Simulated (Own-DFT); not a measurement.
# How strain changes the stress of wurtzite GaN, 72 atoms (Ga36N36)

The numbers are computed, not measured, by runs of the plane-wave DFT program Own-DFT (in-house, retired, unreviewed) at fixed positions, with no spin and no spin-orbit coupling.

Method: PBE; PseudoDojo norm-conserving scalar-relativistic files; cutoff 42 hartree; 4 x 4 x 3 k mesh centred on Gamma; Fermi-Dirac smearing of 0.1 eV.

Keep in mind: forces not confirmed at this smearing and k mesh; stress not checked against mesh or cutoff.

Unstrained cell vectors in Å: (9.567, 0.000, 0.000); (-4.783, 8.285, 0.000); (0.000, 0.000, 10.370). The unstrained cell has measured lattice constants (interpolated for alloys), not those of this functional. That, the random moves and any unrelaxed bonds set the pressure at no strain. A uniform strain is put on this cell, atoms riding along. Each atom got a random Gaussian move of width 0.05 Å along each axis. Strain is the symmetric tensor, in per cent. Stress is positive in tension, and the pressure is minus a third of its trace.

| run | e_xx (%) | e_yy (%) | e_zz (%) | e_yz (%) | e_xz (%) | e_xy (%) | s_xx (GPa) | s_yy (GPa) | s_zz (GPa) | s_yz (GPa) | s_xz (GPa) | s_xy (GPa) | P (GPa) | E (meV/atom) |
|---|---|---|---|---|---|---|---|---|---|---|---|---|---|---|
| 1 | 1.83 | 0.88 | 0.58 | -0.39 | -0.38 | -0.97 | 0.84 | -2.08 | -3.17 | -0.67 | -0.52 | -3.26 | 1.47 | 1.5 |
| 2 | -1.98 | -0.76 | 1.91 | 1.44 | 1.01 | -0.18 | -15.83 | -12.48 | -2.57 | 4.17 | 1.91 | -1.30 | 10.29 | 44.9 |
| 3 | 1.23 | -0.39 | 0.26 | -1.53 | -1.96 | 1.54 | -3.25 | -6.68 | -5.67 | -3.30 | -4.15 | 3.28 | 5.20 | 12.3 |
| 4 | 0.49 | -0.86 | 1.81 | -0.23 | -1.38 | 0.86 | -5.87 | -8.75 | -1.24 | 0.20 | -3.72 | 2.45 | 5.29 | 26.4 |
| 5 | 0.62 | 0.43 | -0.45 | -0.41 | -1.46 | -0.45 | -3.11 | -6.07 | -9.21 | -0.92 | -3.39 | 0.22 | 6.13 | 5.6 |
| 6 | -1.83 | -0.35 | 1.65 | 0.80 | 1.88 | 0.26 | -13.83 | -10.98 | -1.60 | 1.48 | 3.11 | 0.37 | 8.80 | 20.4 |
| 7 | 0.95 | -0.45 | -1.51 | 1.65 | -0.75 | 1.00 | -3.70 | -10.24 | -15.32 | 4.47 | -1.75 | 1.32 | 9.75 | 24.6 |
| 8 | 0.10 | -1.62 | 0.96 | -0.48 | 1.01 | -1.38 | -8.52 | -12.77 | -4.42 | -1.16 | 2.06 | -2.81 | 8.57 | 13.7 |
| 9 | 0.94 | -1.09 | -1.62 | 0.05 | -0.35 | -1.66 | -6.92 | -12.33 | -16.14 | 0.05 | -0.47 | -6.42 | 11.79 | 38.5 |
| 10 | 1.47 | -1.99 | 0.80 | 1.03 | 0.14 | 0.22 | -2.12 | -18.63 | -3.92 | 2.68 | 0.74 | -0.81 | 8.22 | 40.7 |
| 11 | 0.79 | 0.43 | 1.10 | -1.09 | 1.37 | 1.61 | -4.15 | -3.31 | -2.06 | -1.34 | 3.82 | 3.54 | 3.17 | 9.5 |
| 12 | -0.52 | 1.96 | 0.80 | 1.89 | 1.92 | -0.52 | -7.10 | 0.13 | -4.27 | 3.85 | 3.27 | -0.90 | 3.75 | 25.6 |
| 13 | 1.24 | -1.24 | -0.04 | -1.24 | -0.52 | 1.05 | -4.48 | -10.99 | -8.60 | -3.52 | -2.12 | 1.55 | 8.02 | 24.5 |
| 14 | -0.92 | -1.90 | -0.36 | -0.44 | 0.92 | -1.99 | -13.61 | -20.63 | -11.59 | -1.18 | 1.09 | -7.06 | 15.28 | 59.4 |
| 15 | 0.70 | 1.17 | 0.84 | -1.68 | 0.47 | -1.27 | -2.83 | -0.93 | -4.96 | -3.07 | 1.71 | -3.39 | 2.90 | 13.3 |
| 16 | 0.00 | 0.08 | 1.83 | -0.64 | 0.54 | -0.76 | -7.27 | -4.45 | 0.37 | -1.35 | 1.05 | -1.29 | 3.78 | 0.0 |
| 17 | 0.58 | 1.41 | -0.21 | -0.52 | 0.90 | -0.03 | ? | ? | ? | ? | ? | ? | ? | ? |

The last column gives the free energy per atom over the lowest of the runs shown.

## Working it out

Each stress component was fitted by least squares to a constant and the strains of the runs shown, as fractions, with shears doubled. Shear strains stay in the fit of a normal stress only where such slopes are resolved. The slopes, in GPa:

| stress | at no strain | per e_xx | per e_yy | per e_zz | scatter |
|---|---|---|---|---|---|
| s_xx | -7.4 | 398 ± 23 | 112 ± 21 | 34 ± 23 | 0.88 |
| s_yy | -8.1 | 140 ± 43 | 476 ± 40 | 103 ± 45 | 1.69 |
| s_zz | -8.5 | 88 ± 21 | 44 ± 19 | 465 ± 22 | 0.82 |

The slope of each shear stress on twice its own strain, from a fit on all six strains: yz 116 ± 8, xz 116 ± 9, xy 121 ± 12 GPa. These are stiffnesses along x, y and z of the frame in which the cell vectors are given, with the crystal's c axis along z: C11, C12, C13 and C33. Hexagonal symmetry asks that xx and yy behave alike, which is a second check on the noise. No internal relaxation is included, and where it is allowed it would reduce some of the slopes. Symmetry asks for nearly equal slopes across the diagonal; the mismatch is a measure of noise. A ninth of the table's sum, 207 ± 7 GPa, estimates the bulk modulus near the mean pressure of these runs, 7.0 GPa, so it lies above the value at zero pressure.

## Test on the hidden row

Question: what normal stresses and pressure should run 17 give?

Estimate: s_xx = -3.6, s_yy = -0.8, s_zz = -8.3 and P = 4.3 GPa. The hidden result is -2.08, -1.83, -8.86 and P = 4.26 GPa.
